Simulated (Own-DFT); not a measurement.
# Strain and stress in wurtzite GaN, 72 atoms (Ga36N36)

Everything here is calculated. The program is Own-DFT (plane waves, in-house, since retired, never reviewed by a person); positions were held fixed, and spin and spin-orbit coupling were off.

Common settings: PBE; PseudoDojo norm-conserving scalar-relativistic files (stringent for Ga); cutoff 96 hartree; 4 x 4 x 3 k mesh centred on Gamma; Gaussian smearing of 0.01 eV.

Keep in mind: forces not confirmed at this smearing and k mesh; stress not checked against mesh or cutoff.

Unstrained cell vectors in Å: (9.567, 0.000, 0.000); (-4.784, 8.285, 0.000); (0.000, 0.000, 10.370). The unstrained cell has measured lattice constants (interpolated for alloys), not those of this functional. That, the random moves and any unrelaxed bonds set the pressure at no strain. A uniform strain is put on this cell, atoms riding along. Random moves of width 0.05 Å per axis were added to every atom. Strain is the symmetric tensor, in per cent. Stress is positive in tension, and the pressure is minus a third of its trace.

```
run,e_xx (%),e_yy (%),e_zz (%),e_yz (%),e_xz (%),e_xy (%),s_xx (GPa),s_yy (GPa),s_zz (GPa),s_yz (GPa),s_xz (GPa),s_xy (GPa),P (GPa),E (meV/atom)
1,-1.89,1.70,-1.17,1.89,1.19,-0.80,-14.38,-5.01,-11.34,4.33,2.65,-1.49,10.25,30.9
2,1.47,0.58,1.61,0.80,-0.89,-0.78,0.01,-2.83,1.00,2.60,-1.35,-3.01,0.61,0.0
3,0.90,0.30,-1.95,-1.30,-0.35,-1.87,-3.94,-4.68,-20.14,-2.92,-0.71,-4.90,9.59,37.6
4,-1.62,-1.63,1.03,1.87,1.26,-1.08,-16.67,-18.12,-4.27,5.74,2.97,-2.78,13.02,55.4
5,1.17,0.92,-0.84,-1.05,0.51,1.77,-3.01,-3.60,-6.77,-2.49,1.12,5.26,4.46,4.1
6,1.14,1.90,-1.71,1.59,0.29,1.17,-1.15,0.61,-14.32,3.22,-0.20,2.93,4.95,19.0
7,0.03,-0.99,1.99,1.52,-1.25,0.36,-5.04,-11.19,0.80,2.72,-2.42,1.31,5.14,4.8
8,0.64,-0.87,0.11,1.54,1.43,-1.34,-3.70,-10.92,-8.96,3.95,2.43,-2.62,7.86,30.1
9,1.78,-1.47,0.94,0.97,-0.36,-0.63,-0.47,-10.27,-2.77,1.86,-0.80,-2.28,4.50,7.7
10,-0.44,-0.92,-1.13,-0.95,0.30,-0.97,-11.43,-13.61,-11.95,-1.90,0.21,-3.65,12.33,26.4
11,0.65,1.35,0.75,-1.48,-1.35,0.11,-1.70,-1.15,-3.35,-3.08,-3.02,0.40,2.07,5.4
12,0.72,-1.24,-0.56,-1.74,0.59,1.87,-5.77,-11.61,-11.61,-4.35,1.21,5.07,9.66,28.5
13,1.69,-0.65,-1.83,0.43,-0.98,0.41,-2.85,-9.68,-15.72,1.46,-3.59,1.16,9.42,32.5
14,-0.10,-1.31,-0.23,0.60,-0.30,-0.44,-9.60,-12.51,-8.42,1.59,-0.38,-0.92,10.18,14.8
15,-0.12,-0.43,0.43,1.86,1.50,0.32,?,?,?,?,?,?,?,?
```

The last column gives the free energy per atom over the lowest of the runs shown.

## Worked fit

Regress every stress component on the fractional strains (shears doubled) of the visible runs, with a constant. Shear strains stay in the fit of a normal stress only where such slopes are resolved. The slopes, in GPa:

```
stress  at no strain  per e_xx  per e_yy  per e_zz  scatter
  s_xx          -7.2  437 ± 26  117 ± 25   88 ± 24     1.07
  s_yy          -8.2  177 ± 21  400 ± 20   36 ± 19     0.86
  s_zz          -7.3   12 ± 48   79 ± 46  480 ± 44     1.95
```

The slope of each shear stress on twice its own strain, from a fit on all six strains: yz 112 ± 8, xz 111 ± 9, xy 139 ± 9 GPa. These are stiffnesses along x, y and z of the frame in which the cell vectors are given, with the crystal's c axis along z: C11, C12, C13 and C33. Hexagonal symmetry asks that xx and yy behave alike, which is a second check on the noise. The atoms are held to the strained lattice; where symmetry lets them move under strain, relaxing them would lower some slopes. The table should be nearly symmetric about its diagonal, and what it lacks of that shows the noise. A ninth of the table's sum, 203 ± 7 GPa, estimates the bulk modulus near the mean pressure of these runs, 7.4 GPa, so it lies above the value at zero pressure.

## Test on the hidden row

The question: what normal stresses and pressure should run 15 give?

The fitted form gives s_xx = -7.9, s_yy = -10.0, s_zz = -5.6 and P = 7.8 GPa. The hidden result is -7.72, -8.07, -8.20 and P = 8.00 GPa.
